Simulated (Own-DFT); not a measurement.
# Which defects push the lattice out? zincblende GaAs

The numbers are computed, not measured, by runs of the plane-wave DFT program Own-DFT (in-house, retired, unreviewed) at fixed positions, with no spin and no spin-orbit coupling.

All runs used: PBE; PseudoDojo norm-conserving scalar-relativistic files; cutoff 42 hartree; 3 x 3 x 3 k mesh centred on Gamma; Fermi-Dirac smearing of 0.1 eV.

Caveats (not all hold for every row): not probed for a lower state with spin; forces not confirmed at this smearing and k mesh; stress not checked against mesh or cutoff.

All runs share one cell, with vectors in Å (11.737, 0.000, 0.000); (0.000, 11.737, 0.000); (0.000, 0.000, 10.919) and a volume of 1504.3 Å³, strained against the parent crystal. The atoms are randomly displaced, by u rms on each axis. The defect's site can differ from row to row.

```
cell,formula,u (Å),P (GPa)
no defect,As32Ga32,0.0308,0.79
no defect,As32Ga32,0.0314,0.77
no defect,As32Ga32,0.0498,1.09
one In on a Ga site,As32Ga31In,0.0297,1.29
one In on a Ga site,As32Ga31In,0.0316,1.33
one In on a Ga site,As32Ga31In,0.0541,1.64
one P on an As site,As31Ga32P,0.0308,0.56
one P on an As site,As31Ga32P,0.0462,0.72
one P on an As site,As31Ga32P,0.0543,0.84
one Al on a Ga site,AlAs32Ga31,0.0310,0.75
one Al on a Ga site,AlAs32Ga31,0.0458,0.91
one Al on a Ga site,AlAs32Ga31,0.0517,1.03
one As vacancy and one Ga vacancy,As31Ga31,0.0289,?
one As vacancy and one Ga vacancy,As31Ga31,0.0312,0.48
one As vacancy and one Ga vacancy,As31Ga31,0.0496,0.72
one As vacancy and one Ga vacancy,As31Ga31,0.0506,0.77
```

## What the rows give

P = P0 + c u² + a shift for each defect gives P0 = 0.64 GPa, c = 168 ± 8 GPa/Å² and a scatter of 0.02 GPa. The shifts, and each times the cell's volume:

- one In on a Ga site: 0.51 ± 0.02 GPa, 4.8 eV
- one Al on a Ga site: -0.06 ± 0.02 GPa, -0.6 eV
- one P on an As site: -0.27 ± 0.02 GPa, -2.5 eV
- one As vacancy and one Ga vacancy: -0.32 ± 0.02 GPa, -3.0 eV

Against the defect-free cell, a freed cell would be larger where the shift is positive and smaller where it is negative (160.2 GPa Å³ is 1 eV). The atoms around the defects weren't relaxed, which would change these numbers.

## The run left out

Question: what pressure belongs in the blank (one As vacancy and one Ga vacancy, u = 0.0289 Å)?

The fit gives 0.46 ± 0.03 GPa. Computed: 0.45 GPa.
